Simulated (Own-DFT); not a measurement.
# What a defect does to the pressure of its cell: C40 NbSi2

No measurement is shown. These are fixed-geometry runs of a retired plane-wave code named Own-DFT, which no person has reviewed; spin and spin-orbit coupling are neglected.

All runs used: PBE; PseudoDojo norm-conserving scalar-relativistic files; cutoff 42 hartree; 4 x 4 x 5 k mesh centred on Gamma; cold (Marzari-Vanderbilt) smearing of 0.2 eV.

Caveats: forces on such cells failed a check on a denser k mesh; stress not checked against mesh or cutoff.

All runs share one cell, with vectors in Å (0.000, 8.324, 0.000); (-9.613, 0.000, 0.000); (0.000, 0.000, 6.586) and a volume of 527.0 Å³. The atoms are randomly displaced, by u rms on each axis. The defect's site can differ from row to row.

| cell | formula | u (Å) | P (GPa) |
|---|---|---|---|
| no defect | Nb12Si24 | 0.0207 | 1.52 |
| no defect | Nb12Si24 | 0.0534 | 2.86 |
| no defect | Nb12Si24 | 0.0536 | 2.70 |
| two Nb on a Si site each | Nb14Si22 | 0.0256 | 7.46 |
| two Nb on a Si site each | Nb14Si22 | 0.0281 | 7.54 |
| two Nb on a Si site each | Nb14Si22 | 0.0486 | ? |
| two Nb on a Si site each | Nb14Si22 | 0.0590 | 8.98 |
| two Nb vacancies | Nb10Si24 | 0.0286 | -0.12 |
| two Nb vacancies | Nb10Si24 | 0.0500 | 0.52 |
| two Nb vacancies | Nb10Si24 | 0.0559 | 1.56 |
| one Si vacancy | Nb12Si23 | 0.0285 | 0.82 |
| one Si vacancy | Nb12Si23 | 0.0508 | 2.11 |
| one Si vacancy | Nb12Si23 | 0.0528 | 1.73 |
| two Si on a Nb site each | Nb10Si26 | 0.0307 | 1.38 |
| two Si on a Nb site each | Nb10Si26 | 0.0317 | 1.47 |
| two Si on a Nb site each | Nb10Si26 | 0.0515 | 2.50 |

## Analysis

P = P0 + c u² + a shift for each defect gives P0 = 1.19 GPa, c = 569 ± 53 GPa/Å² and a scatter of 0.21 GPa. The shifts, and each times the cell's volume:

- two Nb on a Si site each: 5.87 ± 0.17 GPa, 19.3 eV (9.7 eV for each of its 2 sites)
- two Si on a Nb site each: -0.28 ± 0.17 GPa, -0.9 eV (-0.5 eV for each of its 2 sites) (not resolved)
- one Si vacancy: -0.81 ± 0.17 GPa, -2.7 eV
- two Nb vacancies: -1.76 ± 0.17 GPa, -5.8 eV (-2.9 eV for each of its 2 sites)

A positive shift means that the defect pushes the cell outwards. Shift times volume (160.2 GPa Å³ is 1 eV) depends little on the cell's size, so, taken for each site, it can be compared between cells at like pressure. The atoms around the defects weren't relaxed, which would change these numbers.

## Withheld run

The question: what pressure belongs in the blank (two Nb on a Si site each, u = 0.0486 Å)?

The fit gives 8.41 ± 0.25 GPa. The run itself gave 8.40 GPa.
